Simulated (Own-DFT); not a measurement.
# One host, several defects: L1_0 TiAl

Source: density functional calculations with Own-DFT, an unreviewed in-house program that is no longer used. Nothing was measured or relaxed, and spin and spin-orbit coupling are left out.

Method: PBE; PseudoDojo norm-conserving scalar-relativistic files; cutoff 42 hartree; 4 x 4 x 4 k mesh centred on Gamma; cold (Marzari-Vanderbilt) smearing of 0.2 eV.

Caveats: forces on such cells failed a check on a denser k mesh; stress not checked against mesh or cutoff.

All runs share one cell, with vectors in Å (5.622, 5.622, 0.000); (-5.622, 5.622, 0.000); (0.000, 0.000, 8.133) and a volume of 514.0 Å³. The atoms are randomly displaced, by u rms on each axis. The defect's site can differ from row to row.

| cell | formula | u (Å) | P (GPa) |
|---|---|---|---|
| no defect | Al16Ti16 | 0.0192 | 1.17 |
| no defect | Al16Ti16 | 0.0201 | 1.17 |
| no defect | Al16Ti16 | 0.0485 | 1.78 |
| two Al vacancies | Al14Ti16 | 0.0268 | -0.72 |
| two Al vacancies | Al14Ti16 | 0.0299 | -0.65 |
| two Al vacancies | Al14Ti16 | 0.0453 | -0.48 |
| two Al vacancies | Al14Ti16 | 0.0505 | ? |
| one Ti vacancy | Al16Ti15 | 0.0275 | 0.58 |
| one Ti vacancy | Al16Ti15 | 0.0295 | 0.54 |
| one Ti vacancy | Al16Ti15 | 0.0310 | 0.61 |

## What the rows give

P = P0 + c u² + a shift for each defect gives P0 = 1.10 GPa, c = 267 ± 31 GPa/Å² and a scatter of 0.06 GPa. The shifts, and each times the cell's volume:

- one Ti vacancy: -0.75 ± 0.05 GPa, -2.4 eV
- two Al vacancies: -2.04 ± 0.05 GPa, -6.5 eV (-3.3 eV for each of its 2 sites)

Against the defect-free cell, a freed cell would be larger where the shift is positive and smaller where it is negative (160.2 GPa Å³ is 1 eV). The atoms around the defects weren't relaxed, which would change these numbers.

## Withheld run

Question: what pressure belongs in the blank (two Al vacancies, u = 0.0505 Å)?

Estimate: -0.26 ± 0.08 GPa. The run itself gave -0.12 GPa.
